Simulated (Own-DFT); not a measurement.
# Which arrangement is lower? As32Ga32, 64 atoms

These are calculations, not measurements. They come from Own-DFT, an in-house plane-wave density functional program, since retired, whose code no person has reviewed. Each row is one single-point run on a periodic cell that was not relaxed, without spin or spin-orbit coupling.

Settings of every run: PBE; PseudoDojo norm-conserving scalar-relativistic files; cutoff 42 hartree; 3 x 3 x 3 k mesh centred on Gamma; Fermi-Dirac smearing of 0.1 eV.

Known limits, some of them of some rows only: not probed for a lower state with spin; forces on such cells failed a check on a denser k mesh; forces not confirmed at this smearing and k mesh; stress not checked against mesh or cutoff.

All cells hold the same atoms in the same cell, with vectors in Å (11.307, 0.000, 0.000); (0.000, 11.307, 0.000); (0.000, 0.000, 11.307). Every atom was moved at random from its ideal site; u is the rms move along one axis. The defect's site can differ from row to row. E is the free energy of the cell above the lowest run. The arrangements:

- A: zincblende GaAs
- B: zincblende GaAs, with one As on a Ga site and one Ga on an As site, 2.4 Å apart

| arrangement | u (Å) | E (eV) | P (GPa) |
|---|---|---|---|
| A | 0.0199 | 0.021 | 3.51 |
| A | 0.0201 | 0.079 | 3.52 |
| A | 0.0202 | 0.000 | 3.50 |
| A | 0.0477 | 1.940 | 3.96 |
| A | 0.0516 | 2.492 | 4.03 |
| A | 0.0553 | 2.714 | 4.01 |
| B | 0.0286 | 2.946 | 3.89 |
| B | 0.0303 | 3.064 | 3.92 |
| B | 0.0308 | 3.033 | 3.92 |
| B | 0.0466 | 4.645 | 4.28 |
| B | 0.0507 | 5.055 | 4.37 |
| B | 0.0546 | 5.438 | 4.40 |

Question: once the cost of the random moves is taken out, how do the arrangements rank?

## Worked answer

Fit E = a + b u², with one b for all and one a for each arrangement, and with residuals divided by u², since the noise grows with the moves. Then b = 1098 eV/Å², the scatter at u = 0.04 Å is 0.12 eV, and against A:

- B: 2.47 ± 0.05 eV (higher)

These are energies of unrelaxed cells. Relaxing the atoms lowers the strained arrangements most, so the gaps would shrink and small ones could change sign.
